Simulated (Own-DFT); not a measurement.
## Calculated data, InP (zincblende, strained, atoms displaced)

Computed with Own-DFT development build. A calculation, not a measurement: plane-wave PBE density functional theory by an unreviewed code, no spin, of a simulated periodic cell, stress positive in tension, free energy of the whole cell less one offset for each atom, forces on such cells moved up to 12 meV/angstrom on a denser k mesh; offsets are fitted by least squares, one for each functional and potential file, so energies compare only between cells with the same atoms and settings and are not formation energies; the far tail of each file's local potential was reset to the Coulomb form; each entry is a single point on an unrelaxed cell, so the pressure reflects the starting lattice, mostly measured values (interpolated for alloys), from which strain is counted, and rises with the displacements; printed positions are rounded, which can move forces by about a meV/angstrom; the program, named Own-DFT, is a retired in-house code; no spin-orbit coupling; before rounding, a Quantum ESPRESSO 7.3.1 run of the same cell and cutoff gave forces within 1 meV/angstrom rms on each cell, which checks the program and not the settings.

Settings shared by all entries: functional PBE; potential files PseudoDojo norm-conserving, scalar-relativistic, standard set; wave cutoff 36 hartree; occupations Fermi-Dirac; smearing width 0.1 eV; k mesh 3 x 3 x 3 centred on Gamma.

(1) 
```xyz
64
Lattice="11.3066 0.0000 0.0000 0.0000 11.3066 0.0000 0.0000 0.0000 12.1251" Properties=species:S:1:pos:R:3:force_x:R:1:force_y:R:1:force_z:R:1 formula=InP free_energy_of_cell_above_offsets=-30.709 pressure=6.89 stress_xx=-7.85 stress_yy=-7.84 stress_zz=-4.98 stress_yz=0.6 stress_xz=-0.07 stress_xy=-0.05
In    11.2758    11.2824     0.0538      0.187      0.106     -0.365
In     0.0034     2.8113     3.0181      0.651      0.491      0.154
In     2.6638    11.2852     2.9751      2.113      0.062      0.485
In     2.7910     2.7954     0.0504      0.667      0.513     -1.096
P      1.4763     1.4122     1.4731     -1.422     -0.039      0.285
P      1.4265     4.3105     4.5874      -0.12     -0.325     -0.533
P      4.2648     1.4984     4.6247     -0.706     -1.407     -0.363
P      4.2567     4.1895     1.4711     -0.107      0.051      0.722
In     0.0231     0.0125     6.0501     -0.263     -0.005      0.534
In     0.0431     2.8676     9.1366     -0.141     -0.471     -0.958
In     2.8544    11.2675     9.0825     -0.106     -0.253      0.493
In     2.7803     2.8122     6.1066      0.287      0.625       -0.4
P      1.4986     1.3695     7.5763     -1.054      0.116      0.504
P      1.3701     4.2194    10.6568       0.99      0.374     -0.233
P      4.2377     1.4579    10.5512     -0.301     -0.309      0.419
P      4.2877     4.2025     7.5617      0.317     -0.357      0.016
In    11.2431     5.5677    12.1236      0.437      0.771      0.629
In     0.0276     8.4708     3.0544      0.229      -0.57      0.135
In     2.8613     5.6793     2.9756      0.453     -0.969      0.693
In     2.7556     8.4491    12.0902      1.059      0.307      0.361
P      1.5374     7.0762     1.5650     -1.812     -0.092     -0.589
P      1.3998     9.9367     4.5328      0.077     -0.783      0.513
P      4.2971     6.9913     4.5420     -0.511      0.309       0.25
P      4.3087     9.9012     1.5069     -1.069     -0.449      0.425
In    11.2354     5.6903     6.0689      0.847      0.183     -0.006
In     0.0648     8.4750     9.1474     -0.514     -0.858     -0.762
In     2.9177     5.5775     9.0383     -0.437     -0.095      0.699
In     2.8290     8.4624     6.0554      0.117     -0.145      -0.43
P      1.4938     7.0267     7.6077     -0.676       0.15     -0.151
P      1.3645     9.8193    10.6320      0.571      1.405       0.18
P      4.1908     6.9473    10.6949      0.212      0.927     -0.925
P      4.2537     9.8597     7.5655     -0.062     -0.023      0.149
In     5.5854    11.3042    12.1028      0.559      0.656       0.03
In     5.6159     2.8325     3.1101      0.174      0.021     -0.716
In     8.5247    11.2946     2.9837     -0.812      0.254      0.502
In     8.4396     2.8757     0.0560      0.548     -0.459     -0.846
P      7.0711     1.5132     1.4921     -0.599     -1.315      0.587
P      7.1243     4.1183     4.5617     -0.024      1.284     -0.072
P      9.9411     1.4375     4.5369     -0.411     -0.602      0.069
P      9.8538     4.1938     1.5285      0.657      0.237      0.237
In     5.6763    11.2833     6.1091      0.165      0.445     -0.256
In     5.7395     2.7404     9.0659     -0.913      1.636      1.065
In     8.4711     0.0166     9.1934       0.41     -0.293     -0.636
In     8.4768     2.7416     6.0877      0.696      0.541     -0.211
P      7.1034     1.5063     7.6418        0.6     -2.137     -0.773
P      7.0677     4.2299    10.6940      0.072      0.404     -1.294
P      9.9480     1.4440    10.6289     -0.459     -0.026      0.397
P      9.9392     4.2355     7.5147      -0.66     -0.191      1.063
In     5.6338     5.6272     0.0230       0.52      0.165       0.37
In     5.6685     8.4532     3.1017     -0.888     -0.363     -1.096
In     8.5292     5.6490     3.0044     -0.879     -0.107      0.182
In     8.4534     8.5154    12.1135      0.103      0.004      0.418
P      7.0538     7.1273     1.5269       0.15     -0.673     -0.048
P      6.9895     9.7746     4.5363      1.135      1.969      0.471
P      9.8572     7.0511     4.5437      0.556      0.121      -0.46
P      9.9364     9.8482     1.5733     -0.348     -0.054     -0.583
In     5.7014     5.6541     6.0855      0.094     -0.775     -0.436
In     5.6437     8.4915     9.1188     -0.415     -1.087     -0.143
In     8.4998     5.7709     9.1096     -0.095     -1.161     -0.087
In     8.4944     8.4710     5.9754      -0.08      0.207      0.929
P      7.0787     7.0527     7.5365      0.076      0.698      0.462
P      7.0133     9.8523    10.6078      0.266      0.631      0.232
P      9.8809     7.0864    10.6771      0.416      0.132     -0.212
P      9.9454     9.8176     7.5821     -0.528      0.598      0.017
```

Units: free_energy_of_cell_above_offsets in eV; pressure, stress_xx, stress_yy, stress_zz, stress_yz, stress_xz, stress_xy in GPa; force_x, force_y, force_z in eV/Å.

(2) 
```xyz
64
Lattice="11.3066 0.0000 0.0000 0.0000 11.3066 0.0000 0.0000 0.0000 12.1251" Properties=species:S:1:pos:R:3:force_x:R:1:force_y:R:1:force_z:R:1 formula=InP free_energy_of_cell_above_offsets=-30.751 pressure=6.84 stress_xx=-7.8 stress_yy=-7.85 stress_zz=-4.87 stress_yz=1.15 stress_xz=-0.5 stress_xy=-0.1
In    11.2739    11.2896     0.0573      0.638      0.407     -0.485
In     0.0130     2.8624     3.0716     -0.227     -0.499     -0.888
In     2.7925     0.0776     3.0274      0.979     -0.487     -0.244
In     2.8626     2.8491     0.0326      0.649      0.442      -0.59
P      1.5454     1.4670     1.4777     -1.748     -0.165      0.417
P      1.3982     4.2291     4.5423      0.413     -0.018      0.413
P      4.2430     1.4174     4.6102     -0.755      0.607     -1.329
P      4.3026     4.2403     1.5477     -0.433       0.22      0.431
In    11.2543     0.0279     6.0931      0.499      0.304     -0.676
In     0.0138     2.8194     9.1171     -0.451     -0.005     -0.337
In     2.8009    11.2942     8.9788      0.346     -0.094      0.936
In     2.8007     2.7760     6.0663      0.471      1.098     -0.156
P      1.4654     1.4491     7.5605     -1.193     -0.298      0.139
P      1.4973     4.1764    10.5385     -0.666       0.64       0.92
P      4.2155     1.3567    10.6376     -0.578          1     -1.277
P      4.2234     4.3099     7.5367     -0.284     -0.189     -0.232
In    11.2470     5.6837    12.1178      0.569     -1.189     -0.042
In    11.2853     8.4181     3.1071      0.514      0.567     -0.749
In     2.7450     5.7021     3.0838      1.078      0.013     -0.264
In     2.7839     8.4299     0.1163      0.593      1.172     -1.362
P      1.3936     7.0617     1.4519     -0.675     -0.501      1.311
P      1.4319     9.9631     4.4856     -0.666     -0.224      0.448
P      4.3789     7.0695     4.6020     -1.464      0.342     -0.564
P      4.2888     9.8471     1.5325     -0.553      1.111     -0.382
In     0.0679     5.6442     6.0705      -0.71      0.139     -0.022
In    11.2050     8.4152     9.0565      0.698      1.335      0.097
In     2.8322     5.6833     9.1013     -0.061      0.153     -0.343
In     2.7856     8.5518     6.0176      0.406     -0.485      0.255
P      1.3488     7.1063     7.5974      0.919     -0.114     -0.433
P      1.4311     9.9403    10.5675     -0.453      -0.65      0.283
P      4.1983     7.0912    10.6230      0.258      0.347      0.031
P      4.2697     9.9362     7.5478     -0.078     -0.389     -0.297
In     5.6195     0.1204    12.0784      0.742     -1.203      1.022
In     5.6847     2.8215     3.1101      0.097     -0.107       -0.5
In     8.4663    11.2602     2.9978      0.468     -0.943      0.759
In     8.4704     2.7379     0.0038     -0.602      1.428       0.46
P      7.1410     1.3276     1.5931     -1.321      1.004     -0.737
P      7.0553     4.2002     4.6541      0.374      0.554     -1.002
P      9.8373     1.3924     4.4766      0.508      0.115      0.436
P      9.8414     4.2962     1.5839      0.162     -0.571     -0.575
In     5.5821     0.0412     5.9541      1.231     -0.846      1.027
In     5.5850     2.8641     9.0319      0.242      -0.58      0.146
In     8.5006     0.0003     9.1401     -0.315     -0.027     -0.775
In     8.5251     2.8495     6.0490     -0.279     -0.928      0.198
P      7.0560     1.3659     7.5292       0.04      0.269      0.261
P      7.0202     4.2761    10.5357       0.12      -0.56      0.916
P      9.8237     1.4357    10.6350      1.223      -0.38     -0.285
P      9.8629     4.2294     7.5287      0.709      0.348      0.784
In     5.6286     5.6881     0.0169      0.509       0.07     -0.055
In     5.6505     8.5336     3.0300      0.565     -0.917     -0.288
In     8.4818     5.7317     3.1123     -0.531     -0.965     -0.023
In     8.4570     8.4904    12.0352      0.576      0.027      0.726
P      7.1950     7.0673     1.5110     -1.138      0.308     -0.098
P      7.0538     9.8364     4.5631     -0.072      0.879     -0.261
P      9.8740     7.0860     4.5377      0.104      0.025      1.521
P      9.9290     9.8711     1.5373       -0.3     -0.538     -0.082
In     5.7238     5.6859     6.0636     -0.209      -0.41      0.511
In     5.6484     8.5129     9.0605     -0.002     -0.236      0.332
In     8.4476     5.6729     9.0901      1.038     -0.538      0.559
In     8.3994     8.5393     6.1090      0.351     -0.834     -0.094
P      7.1020     7.0010     7.6295     -0.462      1.168     -0.453
P      7.0812     9.9079    10.6201     -0.638       0.22     -0.238
P      9.9589     7.0867    10.6142     -1.136     -0.422      -0.18
P      9.8752     9.9067     7.5075     -0.089     -0.001      0.978
```

Units: free_energy_of_cell_above_offsets in eV; pressure, stress_xx, stress_yy, stress_zz, stress_yz, stress_xz, stress_xy in GPa; force_x, force_y, force_z in eV/Å.
